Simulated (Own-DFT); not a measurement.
# Which defects push the lattice out? zincblende GaAs

Calculated, not measured: single-point runs of Own-DFT, a retired in-house plane-wave DFT program that no person has reviewed, on unrelaxed cells, without spin or spin-orbit coupling.

Common settings: PBE; PseudoDojo norm-conserving scalar-relativistic files; cutoff 42 hartree; 3 x 3 x 3 k mesh centred on Gamma; Fermi-Dirac smearing of 0.1 eV.

Known weak points (not all hold for every row): not probed for a lower state with spin; forces not confirmed at this smearing and k mesh; stress not checked against mesh or cutoff.

All runs share one cell, with vectors in Å (11.737, 0.000, 0.000); (0.000, 11.737, 0.000); (0.000, 0.000, 10.919) and a volume of 1504.3 Å³, strained against the parent crystal. The atoms are randomly displaced, by u rms on each axis. The defect's site can differ from row to row.

```
                             cell     formula   u (Å)  P (GPa)
                        no defect    As32Ga32  0.0291     0.77
                        no defect    As32Ga32  0.0298     0.77
                        no defect    As32Ga32  0.0481     0.94
              one P on an As site   As31Ga32P  0.0295     0.52
              one P on an As site   As31Ga32P  0.0517     0.90
              one P on an As site   As31Ga32P  0.0536     0.93
              one In on a Ga site  As32Ga31In  0.0289     1.29
              one In on a Ga site  As32Ga31In  0.0492     1.68
              one In on a Ga site  As32Ga31In  0.0495     1.54
one As vacancy and one Ga vacancy    As31Ga31  0.0308     0.44
one As vacancy and one Ga vacancy    As31Ga31  0.0320     0.45
one As vacancy and one Ga vacancy    As31Ga31  0.0547        ?
one As vacancy and one Ga vacancy    As31Ga31  0.0558     1.00
              one Al on a Ga site  AlAs32Ga31  0.0318     0.76
              one Al on a Ga site  AlAs32Ga31  0.0490     1.02
              one Al on a Ga site  AlAs32Ga31  0.0526     1.04
```

## Worked fit

P = P0 + c u² + a shift for each defect gives P0 = 0.55 GPa, c = 205 ± 19 GPa/Å² and a scatter of 0.06 GPa. The shifts, and each times the cell's volume:

- one In on a Ga site: 0.57 ± 0.05 GPa, 5.3 eV
- one Al on a Ga site: -0.03 ± 0.05 GPa, -0.3 eV (not resolved)
- one P on an As site: -0.21 ± 0.05 GPa, -1.9 eV
- one As vacancy and one Ga vacancy: -0.27 ± 0.05 GPa, -2.5 eV

Against the defect-free cell, a freed cell would be larger where the shift is positive and smaller where it is negative (160.2 GPa Å³ is 1 eV). The atoms around the defects weren't relaxed, which would change these numbers.

## Test on the hidden row

The question: what pressure belongs in the blank (one As vacancy and one Ga vacancy, u = 0.0547 Å)?

From the fit: 0.89 ± 0.08 GPa. DFT gave 0.73 GPa.
